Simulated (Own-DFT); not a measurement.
# Computed records: GaP (zincblende, atoms displaced)

A calculation, not a measurement: plane-wave PBE density functional theory by an unreviewed code, no spin, of a simulated periodic cell, stress positive in tension, free energy of the whole cell less one offset for each atom, forces on such cells passed a denser k mesh, this cell's mesh not checked; offsets are fitted by least squares, one for each functional and potential file, so energies compare only between cells with the same atoms and settings and are not formation energies; the far tail of each file's local potential was reset to the Coulomb form; each entry is a single point on an unrelaxed cell, so the pressure reflects the starting lattice, mostly measured values (interpolated for alloys), from which strain is counted, and rises with the displacements; printed positions are rounded, which can move forces by about a meV/angstrom; the program, named Own-DFT, is a retired in-house code; no spin-orbit coupling. Program: Own-DFT development build.

Common to all runs: functional PBE; potential files PseudoDojo norm-conserving, scalar-relativistic, standard set; wave cutoff 42 hartree; occupations Fermi-Dirac; smearing width 0.1 eV; hardware one NVIDIA H200; k mesh 2 x 3 x 3 centred on Gamma.

```json
{"entry": 1, "formula": "GaP", "kind": "zincblende, atoms displaced", "structure": {"cell_angstrom": [[16.3515, 0.0, 0.0], [0.0, 10.901, 0.0], [0.0, 0.0, 10.901]], "atoms_fractional": [["Ga", 0.99758, 0.00072, 0.99421], ["Ga", 0.99917, 0.25455, 0.24869], ["Ga", 0.16244, 0.99661, 0.25669], ["Ga", 0.17082, 0.25778, 0.00529], ["P", 0.08663, 0.12318, 0.1276], ["P", 0.0793, 0.37685, 0.37887], ["P", 0.24012, 0.12229, 0.37223], ["P", 0.24277, 0.37764, 0.11762], ["Ga", 0.99448, 0.00833, 0.49892], ["Ga", 0.99999, 0.23144, 0.74236], ["Ga", 0.16634, 0.99044, 0.73705], ["Ga", 0.16663, 0.24381, 0.496], ["P", 0.08005, 0.1373, 0.61721], ["P", 0.08586, 0.3692, 0.87893], ["P", 0.25494, 0.12514, 0.884], ["P", 0.25425, 0.37112, 0.62843], ["Ga", 0.99569, 0.50694, 0.00873], ["Ga", 0.99414, 0.75343, 0.26085], ["Ga", 0.16765, 0.49266, 0.24717], ["Ga", 0.16806, 0.76333, 0.99848], ["P", 0.08548, 0.64101, 0.11426], ["P", 0.0769, 0.8804, 0.3964], ["P", 0.26094, 0.62055, 0.36616], ["P", 0.25424, 0.87025, 0.14088], ["Ga", 0.00612, 0.50492, 0.50629], ["Ga", 0.0117, 0.74057, 0.75012], ["Ga", 0.16919, 0.5094, 0.75489], ["Ga", 0.17161, 0.74457, 0.48014], ["P", 0.0744, 0.63753, 0.6331], ["P", 0.08122, 0.87027, 0.87967], ["P", 0.25265, 0.61736, 0.88631], ["P", 0.25046, 0.87033, 0.62045], ["Ga", 0.34004, 0.01167, 0.00699], ["Ga", 0.33325, 0.24457, 0.24666], ["Ga", 0.49646, 0.98915, 0.2486], ["Ga", 0.50665, 0.25053, 0.00764], ["P", 0.42084, 0.1285, 0.13001], ["P", 0.42016, 0.36437, 0.36021], ["P", 0.58468, 0.14405, 0.37823], ["P", 0.5798, 0.36898, 0.11464], ["Ga", 0.33432, 0.02451, 0.49664], ["Ga", 0.34091, 0.25309, 0.74246], ["Ga", 0.49398, 0.99618, 0.76898], ["Ga", 0.50938, 0.25695, 0.50183], ["P", 0.41804, 0.12908, 0.61304], ["P", 0.40546, 0.37012, 0.88005], ["P", 0.58276, 0.13472, 0.87805], ["P", 0.59603, 0.37596, 0.61105], ["Ga", 0.34139, 0.49575, 0.9879], ["Ga", 0.34385, 0.77367, 0.24064], ["Ga", 0.51656, 0.4958, 0.23398], ["Ga", 0.49127, 0.75067, 0.00048], ["P", 0.4078, 0.61296, 0.12992], ["P", 0.4087, 0.88454, 0.37261], ["P", 0.58253, 0.63639, 0.37886], ["P", 0.58549, 0.86144, 0.12837], ["Ga", 0.33442, 0.48905, 0.48962], ["Ga", 0.34866, 0.75615, 0.74642], ["Ga", 0.50528, 0.48578, 0.74911], ["Ga", 0.4933, 0.75396, 0.49225], ["P", 0.42214, 0.61733, 0.63258], ["P", 0.41092, 0.88197, 0.88693], ["P", 0.58448, 0.62587, 0.86985], ["P", 0.5788, 0.88968, 0.61948], ["Ga", 0.67477, 0.00213, 0.99759], ["Ga", 0.67953, 0.25953, 0.25736], ["Ga", 0.84366, 0.9948, 0.23725], ["Ga", 0.8351, 0.23859, 0.98761], ["P", 0.74501, 0.12821, 0.11827], ["P", 0.74481, 0.3749, 0.38327], ["P", 0.90696, 0.12414, 0.37257], ["P", 0.92301, 0.37855, 0.13718], ["Ga", 0.66207, 0.00805, 0.49409], ["Ga", 0.66253, 0.25025, 0.74545], ["Ga", 0.82843, 0.99981, 0.74972], ["Ga", 0.83063, 0.24948, 0.49438], ["P", 0.75982, 0.14031, 0.62744], ["P", 0.75, 0.37059, 0.86913], ["P", 0.927, 0.12868, 0.87383], ["P", 0.91471, 0.37829, 0.63049], ["Ga", 0.66588, 0.50235, 0.01049], ["Ga", 0.66117, 0.76313, 0.2678], ["Ga", 0.83175, 0.49359, 0.2554], ["Ga", 0.84909, 0.75639, 0.98873], ["P", 0.75317, 0.62854, 0.13279], ["P", 0.74753, 0.86952, 0.38401], ["P", 0.91375, 0.62715, 0.38119], ["P", 0.92083, 0.87078, 0.12528], ["Ga", 0.6675, 0.49883, 0.48782], ["Ga", 0.66155, 0.7589, 0.74698], ["Ga", 0.82515, 0.50019, 0.74411], ["Ga", 0.83082, 0.75894, 0.49205], ["P", 0.74972, 0.63408, 0.62669], ["P", 0.7572, 0.86393, 0.88728], ["P", 0.92091, 0.61348, 0.8622], ["P", 0.9157, 0.88044, 0.63732]]}, "results": {"free_energy_of_cell_above_offsets [eV]": "-41.208", "pressure [GPa]": 4.3, "stress_xx [GPa]": -4.08, "stress_yy [GPa]": -4.31, "stress_zz [GPa]": -4.5, "stress_yz [GPa]": -1.35, "stress_xz [GPa]": -0.05, "stress_xy [GPa]": 1.05, "force_element": ["Ga", "Ga", "Ga", "Ga", "P", "P", "P", "P", "Ga", "Ga", "Ga", "Ga", "P", "P", "P", "P", "Ga", "Ga", "Ga", "Ga", "P", "P", "P", "P", "Ga", "Ga", "Ga", "Ga", "P", "P", "P", "P", "Ga", "Ga", "Ga", "Ga", "P", "P", "P", "P", "Ga", "Ga", "Ga", "Ga", "P", "P", "P", "P", "Ga", "Ga", "Ga", "Ga", "P", "P", "P", "P", "Ga", "Ga", "Ga", "Ga", "P", "P", "P", "P", "Ga", "Ga", "Ga", "Ga", "P", "P", "P", "P", "Ga", "Ga", "Ga", "Ga", "P", "P", "P", "P", "Ga", "Ga", "Ga", "Ga", "P", "P", "P", "P", "Ga", "Ga", "Ga", "Ga", "P", "P", "P", "P"], "force_x [eV/angstrom]": [1.086, 0.62, -0.549, -1.13, -0.581, 0.926, 1.603, 2.889, -0.756, 0.07, -0.298, 0.092, 1.122, -0.923, -0.652, -1.085, 1.128, 1.414, -0.673, 1.369, -0.673, 0.635, -0.796, -2.024, -1.352, -3.909, -0.561, -0.142, 4.938, 0.371, 0.081, 1.134, -1.508, -1.345, 1.384, -2.587, 0.476, 0.76, 0.541, 3.302, -1.604, -1.197, 0.777, -1.702, 1.609, 4.079, 0.207, -1.666, -2.431, -0.037, -2.319, 0.759, 1.784, 1.262, -0.444, -0.724, 0.58, -2.013, 0.051, -0.167, -0.124, 0.43, -0.535, -0.359, -1.435, -2.218, -2.384, 0.079, 1.803, 2.356, 1.32, -1.845, 1.074, 1.086, 0.488, 1.117, -2.184, -0.514, -2.121, 0.447, 0.829, 1.191, 0.133, -0.149, -0.186, -0.046, 0.156, 0.6, -0.121, 0.331, 0.426, 1.282, -0.52, -1.605, -0.516, 0.509], "force_y [eV/angstrom]": [-0.129, -1.363, -0.859, -1.832, 0.092, -0.037, 0.513, 0.4, 0.219, 3.322, 0.966, 1.803, -2.332, 0.575, 0.057, 0.589, -0.427, -0.435, 1.351, -0.771, -0.959, -0.727, 0.481, 2.243, -0.165, 3.292, -0.803, -0.241, -3.339, 1.135, 2.076, 0.039, -0.252, 0.466, 1.013, -0.904, -0.311, 1.094, -2.03, 0.629, -1.738, -1.215, 1.085, 0.299, 0.443, -1.573, -1.431, 0.199, 1.308, -3.564, 1.499, -1.301, 0.907, 0.496, -1.709, 1.662, 0.002, -0.724, 0.268, 0.053, 0.025, -0.678, -0.125, -0.657, -0.997, -1.367, 0.503, 1.292, 0.134, 0.631, 0.308, -0.073, 0.629, -0.084, 0.223, 1.143, -1.813, 0.405, -1.332, -0.606, 0.351, -1.314, 0.664, -2.207, 0.317, 2.655, -0.664, 0.321, 2.643, -0.074, -0.026, -0.893, -0.258, 1.537, 0.671, -0.69], "force_z [eV/angstrom]": [1.16, 0.777, -0.258, -1.251, -0.341, -0.139, -0.335, 1.17, 1.197, 0.66, 1.164, 0.462, -0.376, -0.627, -1.425, -0.807, -0.661, -0.158, 0.218, 0.325, 1.906, -2.021, -0.493, -2.41, 0.22, 3.059, -0.243, 1.355, -3.974, -0.998, -1.085, -0.585, 0.655, -0.138, -0.026, -1.521, -0.09, 0.919, -1.856, 1.32, -0.211, 0.256, -1.542, -0.105, 1.85, -1.322, -0.49, 1.602, 2.304, 0.534, 1.751, 0.362, -0.004, 1.73, -0.437, -1.045, 0.694, 0.241, 0.353, 1.161, -1.381, -0.213, 0.745, 0.773, -0.175, -1.719, 0.67, 0.809, 1.136, -0.518, -0.564, -1.471, 0.591, 0.13, 0.727, 0.527, 0.524, 0.928, 0.122, -0.983, -1.008, -1.183, -0.029, 0.763, -0.172, -1.267, -0.044, -0.623, 1.184, -0.092, 0.233, 2.142, -0.894, -1.689, 0.599, -1.003], "wall_time [s]": 977.1}}
{"entry": 2, "formula": "GaP", "kind": "zincblende, atoms displaced", "structure": {"cell_angstrom": [[16.3515, 0.0, 0.0], [0.0, 10.901, 0.0], [0.0, 0.0, 10.901]], "atoms_fractional": [["Ga", 0.00332, 0.99845, 0.99489], ["Ga", 0.00341, 0.25698, 0.25137], ["Ga", 0.1731, 0.00823, 0.24367], ["Ga", 0.16871, 0.24208, 0.00083], ["P", 0.08643, 0.10928, 0.13331], ["P", 0.08394, 0.38924, 0.37887], ["P", 0.2465, 0.12443, 0.38861], ["P", 0.25366, 0.37816, 0.13976], ["Ga", 0.01511, 0.00079, 0.51518], ["Ga", 0.00148, 0.24581, 0.74549], ["Ga", 0.17048, 0.99966, 0.74829], ["Ga", 0.15987, 0.2536, 0.5011], ["P", 0.08955, 0.12534, 0.64135], ["P", 0.08435, 0.38219, 0.89307], ["P", 0.24726, 0.12205, 0.88492], ["P", 0.24946, 0.38196, 0.61251], ["Ga", 0.9918, 0.4958, 0.99408], ["Ga", 0.00525, 0.74004, 0.24606], ["Ga", 0.17004, 0.51881, 0.27339], ["Ga", 0.16272, 0.75231, 0.00446], ["P", 0.07331, 0.62375, 0.12214], ["P", 0.08822, 0.88231, 0.35817], ["P", 0.23816, 0.63805, 0.36373], ["P", 0.25299, 0.88108, 0.12081], ["Ga", 0.99318, 0.50224, 0.48617], ["Ga", 0.99905, 0.74266, 0.75163], ["Ga", 0.16674, 0.4947, 0.74737], ["Ga", 0.15234, 0.75194, 0.51747], ["P", 0.08057, 0.60239, 0.60939], ["P", 0.08424, 0.87959, 0.88139], ["P", 0.25244, 0.61813, 0.87084], ["P", 0.23749, 0.87533, 0.6306], ["Ga", 0.33301, 0.00069, 0.99706], ["Ga", 0.33681, 0.2682, 0.24928], ["Ga", 0.49887, 0.99452, 0.24864], ["Ga", 0.5047, 0.25435, 0.99109], ["P", 0.42334, 0.12786, 0.13878], ["P", 0.42324, 0.3907, 0.37409], ["P", 0.59431, 0.13457, 0.36881], ["P", 0.59234, 0.3742, 0.10807], ["Ga", 0.34238, 0.99702, 0.50522], ["Ga", 0.32964, 0.26495, 0.74886], ["Ga", 0.51361, 0.99411, 0.7514], ["Ga", 0.49565, 0.25455, 0.48018], ["P", 0.41766, 0.14109, 0.61559], ["P", 0.42225, 0.37803, 0.86943], ["P", 0.59547, 0.12769, 0.88852], ["P", 0.58024, 0.35421, 0.61797], ["Ga", 0.32558, 0.51122, 0.0141], ["Ga", 0.3396, 0.73554, 0.23096], ["Ga", 0.50087, 0.49501, 0.26029], ["Ga", 0.48854, 0.74046, 0.00488], ["P", 0.40592, 0.62824, 0.11914], ["P", 0.40714, 0.87247, 0.38172], ["P", 0.5733, 0.6187, 0.38539], ["P", 0.58737, 0.87158, 0.13284], ["Ga", 0.33356, 0.48578, 0.49162], ["Ga", 0.33786, 0.74451, 0.75506], ["Ga", 0.50276, 0.50186, 0.75006], ["Ga", 0.51103, 0.73748, 0.50588], ["P", 0.41252, 0.6314, 0.62742], ["P", 0.41802, 0.88915, 0.87237], ["P", 0.57691, 0.62897, 0.87727], ["P", 0.57302, 0.88385, 0.61023], ["Ga", 0.67167, 0.00527, 0.00813], ["Ga", 0.67293, 0.24831, 0.25338], ["Ga", 0.82268, 0.99802, 0.23568], ["Ga", 0.83866, 0.26687, 0.00982], ["P", 0.74777, 0.1238, 0.12118], ["P", 0.74715, 0.37186, 0.36798], ["P", 0.90743, 0.1379, 0.37297], ["P", 0.90787, 0.36828, 0.11921], ["Ga", 0.66418, 0.99317, 0.51937], ["Ga", 0.66804, 0.239, 0.74839], ["Ga", 0.8386, 0.0111, 0.74378], ["Ga", 0.83178, 0.2546, 0.49994], ["P", 0.74164, 0.12259, 0.63322], ["P", 0.74569, 0.37917, 0.87215], ["P", 0.92532, 0.11446, 0.8672], ["P", 0.92317, 0.3668, 0.62905], ["Ga", 0.66062, 0.50495, 0.00597], ["Ga", 0.6719, 0.77398, 0.23031], ["Ga", 0.83211, 0.49548, 0.25243], ["Ga", 0.82969, 0.74709, 0.00443], ["P", 0.76439, 0.62095, 0.13716], ["P", 0.74282, 0.87135, 0.37486], ["P", 0.91744, 0.64134, 0.38341], ["P", 0.91447, 0.87263, 0.13768], ["Ga", 0.67296, 0.49169, 0.50952], ["Ga", 0.6662, 0.73224, 0.74309], ["Ga", 0.84335, 0.4988, 0.76582], ["Ga", 0.83669, 0.73056, 0.51059], ["P", 0.74192, 0.64634, 0.63008], ["P", 0.74728, 0.87276, 0.87858], ["P", 0.92091, 0.61842, 0.8771], ["P", 0.91908, 0.88409, 0.63798]]}, "results": {"free_energy_of_cell_above_offsets [eV]": "-35.098", "pressure [GPa]": 5.54, "stress_xx [GPa]": -5.7, "stress_yy [GPa]": -5.48, "stress_zz [GPa]": -5.44, "stress_yz [GPa]": -1.24, "stress_xz [GPa]": 0.61, "stress_xy [GPa]": 0.47, "force_element": ["Ga", "Ga", "Ga", "Ga", "P", "P", "P", "P", "Ga", "Ga", "Ga", "Ga", "P", "P", "P", "P", "Ga", "Ga", "Ga", "Ga", "P", "P", "P", "P", "Ga", "Ga", "Ga", "Ga", "P", "P", "P", "P", "Ga", "Ga", "Ga", "Ga", "P", "P", "P", "P", "Ga", "Ga", "Ga", "Ga", "P", "P", "P", "P", "Ga", "Ga", "Ga", "Ga", "P", "P", "P", "P", "Ga", "Ga", "Ga", "Ga", "P", "P", "P", "P", "Ga", "Ga", "Ga", "Ga", "P", "P", "P", "P", "Ga", "Ga", "Ga", "Ga", "P", "P", "P", "P", "Ga", "Ga", "Ga", "Ga", "P", "P", "P", "P", "Ga", "Ga", "Ga", "Ga", "P", "P", "P", "P"], "force_x [eV/angstrom]": [-0.804, -0.286, 1.467, -0.667, -1.509, -0.305, 0.926, -2.1, -1.464, 0.693, -0.427, 0.412, 0.041, 0.519, 1.005, -0.763, 0.542, -1.024, -3.146, 0.586, 1.726, -0.648, 4.53, -0.02, -0.627, 0.912, -0.158, 0.64, -0.244, 0.323, -1.065, 2.782, 0.808, 0.659, 0.535, -0.72, -0.901, -1.961, -2.019, -1.878, -1.982, 0.234, -1.265, 1.17, 0.119, -1.263, -1.52, 0.65, -0.315, -3.553, 1.553, 1.315, 4.143, 2.027, 3.361, -3.393, -0.426, -1.059, -0.15, -3.3, 0.917, 0.232, 0.652, 0.885, -0.713, -0.54, 0.939, -3.75, 1.213, 1.056, 1.437, 4.337, 1.01, -0.904, -1.506, -0.512, 2.486, 0.493, -1.012, -1.402, 2.218, 1.943, 1.312, 1.036, -3.199, 1.423, 0.268, 0.502, -1.233, -3.608, -1.534, -0.818, 3.696, 0.281, -0.742, 0.421], "force_y [eV/angstrom]": [-0.38, -0.66, -0.789, 0.862, 2.505, -1.276, 0.608, 0.769, -0.214, 0.335, 0.233, -0.346, 0.928, -1.357, 0.609, -1.033, -0.377, 2.194, -3.87, -0.26, -1.489, -0.787, 3.39, -1.129, -0.875, 0.395, 0.186, 0.615, 1.279, -1.22, 0.821, -1.105, 0.74, -2.091, -0.075, -0.588, 0.722, -2.006, -1.8, -1.008, 0.891, -0.93, 2.083, -1.142, -1.016, 0.258, -0.629, 1.663, -2.185, 4.097, 1.345, 2.025, -2.974, -1.642, -0.752, 1.637, 2.937, 1.425, -0.443, 1.198, -1.353, -1.191, -0.073, -1.834, -1.815, 0.211, -0.157, -4.305, 1.89, 1.244, -1.513, 3.386, 0.992, 1.792, -0.595, -0.179, -0.39, -0.039, 1.954, 1.4, 1.719, -3.776, -0.38, 0.628, 1.041, 0.598, -2.076, -0.039, 0.272, 4.293, -0.961, 3.366, -4.977, -0.029, 2.225, -1.629], "force_z [eV/angstrom]": [1.606, 0.026, 1.381, 1.541, -1.427, -0.829, -0.942, -1.276, -1.632, 1.629, 2.04, 0.041, -1.21, -1.777, -1.838, 1.164, 1.647, 1.056, -4.139, -0.259, -0.547, 1.762, 3.768, 0.256, 0.78, -0.25, 0.276, -1.872, 2.231, -1.418, 0.476, -0.682, 0.869, 1.507, 1.592, 0.612, -1.793, 0.022, 1.251, 3.108, 0.794, 0.053, 0.96, 0.328, 1.297, 1.045, -1.239, 0.924, -1.769, 4.001, -2.999, -0.889, -0.545, -1.575, -1.793, -3.162, 0.167, 0.228, -1.121, 0.34, -0.944, 0.021, 0.061, 1.482, -0.632, -1.945, 2.027, -4.427, 0.098, 1.502, -0.241, 3.737, -2.623, 0.988, 0.965, 0.652, -1.402, 0.284, 1.268, -0.889, -1.235, 2.534, 1.349, -0.398, -1.477, 1.343, -1.909, -1.481, -0.236, 3.878, -1.532, 0.402, -2.778, -0.766, 0.222, -1.701], "wall_time [s]": 951.7}}
```
